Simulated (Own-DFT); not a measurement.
# Computed records: GaN (wurtzite, strained, atoms displaced)

All values are calculated (Own-DFT development build). A calculation, not a measurement: plane-wave PBE density functional theory by an unreviewed code, no spin, of a simulated periodic cell, stress positive in tension, free energy of the whole cell less one offset for each atom, forces on such cells passed a denser k mesh, this cell's mesh not checked; offsets are fitted by least squares, one for each functional and potential file, so energies compare only between cells with the same atoms and settings and are not formation energies; the far tail of each file's local potential was reset to the Coulomb form; each entry is a single point on an unrelaxed cell, so the pressure reflects the starting lattice, mostly measured values (interpolated for alloys), from which strain is counted, and rises with the displacements; printed positions are rounded, which can move forces by about a meV/angstrom; the program, named Own-DFT, is a retired in-house code; no spin-orbit coupling.

```xyz
96
Lattice="12.7560 0.1276 0.0000 -4.7006 8.2374 0.0000 0.0000 0.0000 10.3700" Properties=species:S:1:pos:R:3 formula=GaN functional=PBE potential_files=PseudoDojo_norm-conserving,scalar-relativistic,standard_set_with_the_stringent_files_for_Ga wave_cutoff=96 occupations=Gaussian smearing_width=0.01 k_mesh=3_x_4_x_3_centred_on_Gamma
Ga    -0.0278     1.7634    10.2843
Ga     1.5069     0.9040     2.6688
N     -0.0072     1.8159     1.9900
N      1.5575     0.9661     4.5558
Ga     0.0110     1.8445     5.1375
Ga     1.6254     0.9517     7.7416
N      0.0341     1.8251     7.1874
N      1.5662     0.9262     9.7731
Ga    -1.4984     4.6014     0.0845
Ga     0.1172     3.6473     2.6485
N     -1.6207     4.5234     1.9007
N      0.1041     3.6059     4.6145
Ga    -1.5817     4.5840     5.1488
Ga     0.0302     3.8273     7.6381
N     -1.5783     4.5801     7.1556
N      0.0184     3.6840     9.6576
Ga    -3.0807     7.3337     0.0792
Ga    -1.5317     6.4746     2.5635
N     -3.1064     7.2422     1.9528
N     -1.5425     6.4309     4.5417
Ga    -3.0465     7.3992     5.2774
Ga    -1.5523     6.3926     7.7340
N     -3.1148     7.3293     7.1863
N     -1.5288     6.4281     9.7198
Ga     3.2214     1.8077    10.3558
Ga     4.7786     0.9589     2.5877
N      3.1805     1.8625     1.9972
N      4.8037     1.0260     4.4645
Ga     3.2626     1.8508     5.1731
Ga     4.8425     1.0075     7.7973
N      3.2934     1.8386     7.1286
N      4.8706     0.9364     9.7182
Ga     1.6963     4.6431    10.3577
Ga     3.2390     3.5818     2.6967
N      1.6547     4.6693     1.9883
N      3.3335     3.8051     4.5886
Ga     1.6565     4.5947     5.1400
Ga     3.1991     3.6962     7.7695
N      1.5458     4.5656     7.1209
N      3.1661     3.7056     9.6975
Ga     0.1252     7.3995    10.3264
Ga     1.7213     6.4622     2.5857
N      0.1054     7.3775     1.9844
N      1.7035     6.4125     4.5890
Ga     0.0574     7.3279     5.1612
Ga     1.7740     6.5301     7.6439
N      0.0916     7.3093     7.1047
N      1.7045     6.4334     9.6927
Ga     6.3664     1.7961    10.3125
Ga     8.0704     0.9962     2.6584
N      6.4650     1.9895     1.9240
N      7.9599     0.9714     4.4878
Ga     6.3208     1.9195     5.2952
Ga     7.9260     1.0583     7.7856
N      6.3320     1.9270     7.1548
N      8.0803     1.0035     9.7324
Ga     4.8830     4.6612    10.2962
Ga     6.4343     3.8142     2.5931
N      4.8131     4.7378     1.9494
N      6.4128     3.7909     4.5215
Ga     4.8064     4.5831     5.2014
Ga     6.4174     3.6308     7.7582
N      4.8412     4.6468     7.1433
N      6.4161     3.8177     9.6997
Ga     3.2958     7.3882     0.0176
Ga     4.9258     6.3383     2.6005
N      3.2208     7.4403     1.9767
N      4.8344     6.5099     4.6052
Ga     3.2461     7.4532     5.2432
Ga     4.8393     6.5375     7.7399
N      3.2161     7.3486     7.1882
N      4.9155     6.5117     9.6345
Ga     9.4751     1.9117     0.0115
Ga    11.1187     1.0264     2.5457
N      9.5651     1.9497     1.8614
N     11.2150     1.0900     4.5429
Ga     9.5658     1.8882     5.1154
Ga    11.1232     0.9894     7.7241
N      9.5836     1.9378     7.2928
N     11.1870     1.0881     9.6519
Ga     8.0152     4.6794     0.1084
Ga     9.6075     3.8010     2.5854
N      8.0031     4.5976     1.9299
N      9.6381     3.7123     4.4990
Ga     8.0440     4.7264     5.1536
Ga     9.6114     3.7493     7.7784
N      7.9415     4.7694     7.1752
N      9.5935     3.8191     9.8062
Ga     6.3818     7.4449    10.3415
Ga     8.0631     6.4842     2.6941
N      6.5153     7.4341     1.9309
N      8.0229     6.4898     4.6014
Ga     6.4059     7.4316     5.1988
Ga     8.0749     6.5231     7.9058
N      6.4682     7.3647     7.0146
N      8.0277     6.4357     9.6670
```

Units: wave_cutoff in hartree; smearing_width in eV.

To be estimated
1. Estimate the pressure of GaN (wurtzite, strained, atoms displaced).

## Answers
1. 7.41 GPa

Further results for GaN (wurtzite, strained, atoms displaced):

* free energy of cell above offsets: -3.122 eV
* stress xx: -7.66 GPa
* stress yy: -6.49 GPa
* stress zz: -8.07 GPa
* stress yz: -0.32 GPa
* stress xz: -0.08 GPa
* stress xy: 1.35 GPa

Force:
| element | x (eV/Å) | y (eV/Å) | z (eV/Å) |
| --- | --- | --- | --- |
| Ga | 0.283 | 2.26 | 0.81 |
| Ga | 0.862 | -0.415 | -1.431 |
| N | -0.113 | 0.214 | -0.75 |
| N | 1.77 | -0.518 | 0.509 |
| Ga | -0.39 | -0.59 | 2.224 |
| Ga | -0.13 | 0.015 | 0.897 |
| N | -0.636 | 0.521 | -1.223 |
| N | 1.586 | -0.536 | -0.662 |
| Ga | -0.276 | -0.624 | -2.541 |
| Ga | -1.05 | 0.439 | -1 |
| N | 1.74 | 1.107 | 2.712 |
| N | -0.761 | 1.958 | -1.076 |
| Ga | 0.455 | -0.41 | 0.408 |
| Ga | -1.159 | -3.2 | 2.67 |
| N | -1.1 | 0.276 | -1.572 |
| N | 0.694 | 0.117 | 0.665 |
| Ga | -0.865 | -0.559 | -1.733 |
| Ga | 1.015 | -1.394 | 0.185 |
| N | -0.922 | 1.303 | 0.978 |
| N | 0.152 | -0.042 | -0.214 |
| Ga | -1.385 | -0.8 | -0.644 |
| Ga | 0.677 | 0.462 | 1.185 |
| N | -0.016 | 0.307 | -0.302 |
| N | 0.67 | 0.5 | 0.189 |
| Ga | -0.834 | 1.038 | 0.358 |
| Ga | 1.449 | 0.676 | -1 |
| N | -0.381 | -1.066 | -0.714 |
| N | 0.335 | -1.107 | 1.621 |
| Ga | -0.991 | 0.651 | 0.216 |
| Ga | -1.193 | -2.093 | -0.197 |
| N | -1.062 | 0.3 | -0.159 |
| N | -1.582 | 0.272 | -0.507 |
| Ga | -1.878 | -0.637 | 0.212 |
| Ga | 0.112 | 2.463 | -1.369 |
| N | 0.269 | -1.426 | -0.049 |
| N | -2.668 | -2.635 | -0.718 |
| Ga | 0.127 | 0.099 | 0.964 |
| Ga | 0.071 | 0.494 | -0.294 |
| N | 3.52 | 1.902 | -1.179 |
| N | 1.929 | -0.801 | 0.405 |
| Ga | -0.423 | -2.06 | 0.489 |
| Ga | -0.346 | 0.277 | 0.658 |
| N | -0.422 | -0.226 | -0.678 |
| N | -0.447 | 1.024 | -0.462 |
| Ga | 0.628 | 0.31 | -0.144 |
| Ga | -4.234 | -3.265 | 2.285 |
| N | -0.218 | 1.136 | 0.232 |
| N | 0.239 | 1.04 | -0.264 |
| Ga | 2.02 | 2.562 | 1.856 |
| Ga | -1.276 | 0.405 | -2.37 |
| N | -0.965 | -1.212 | 0.062 |
| N | -0.3 | 0.866 | 2.675 |
| Ga | 0.886 | 0.442 | -3.059 |
| Ga | 1.377 | -0.934 | 0.466 |
| N | 1.06 | -1.593 | -0.187 |
| N | -3.054 | -1.362 | -1.148 |
| Ga | -1.408 | 0.064 | 0.513 |
| Ga | -0.749 | -1.328 | -0.25 |
| N | -0.344 | -4.196 | -1.511 |
| N | 0.519 | -0.874 | 0.74 |
| Ga | 2.246 | 2.494 | 1.102 |
| Ga | 0.267 | 4.24 | 1.002 |
| N | -0.76 | -0.37 | 0.212 |
| N | 0.644 | -2.179 | 0.014 |
| Ga | -0.167 | -0.304 | -0.064 |
| Ga | -0.68 | 4.89 | 1.51 |
| N | 1.484 | -0.539 | -0.422 |
| N | -0.134 | -0.391 | -0.738 |
| Ga | 0.249 | -1.228 | -0.987 |
| Ga | 1.282 | -1.086 | -0.493 |
| N | 2.97 | 3.337 | -1.555 |
| N | -1.308 | -0.19 | 1.043 |
| Ga | 2.925 | 2.1 | -0.835 |
| Ga | 0.52 | 0.158 | 0.252 |
| N | 0.203 | -0.253 | 2.123 |
| N | -1.058 | -1.211 | -0.49 |
| Ga | 0.162 | 0.348 | 1.246 |
| Ga | 1.757 | -0.282 | 0.21 |
| N | -1.441 | -0.378 | -2.704 |
| N | -1.473 | -1.531 | 0.798 |
| Ga | 0.049 | -0.116 | -2.576 |
| Ga | -0.038 | -1.006 | -0.599 |
| N | 0.266 | 1.749 | 1.978 |
| N | -0.445 | 0.721 | 0.645 |
| Ga | -0.438 | -1.265 | 1.48 |
| Ga | -0.807 | 1.414 | 1.342 |
| N | 1.019 | -2.126 | -1.069 |
| N | 0.277 | -0.627 | -0.779 |
| Ga | 1.851 | 0.372 | -0.059 |
| Ga | -0.184 | 0 | -1.147 |
| N | -0.712 | -0.67 | 0.307 |
| N | 0.926 | 1.646 | -0.536 |
| Ga | 0.567 | 0.078 | -1.548 |
| Ga | -0.668 | 0.134 | -3.143 |
| N | -0.309 | 0.902 | 2.847 |
| N | 0.091 | 1.573 | 3.856 |
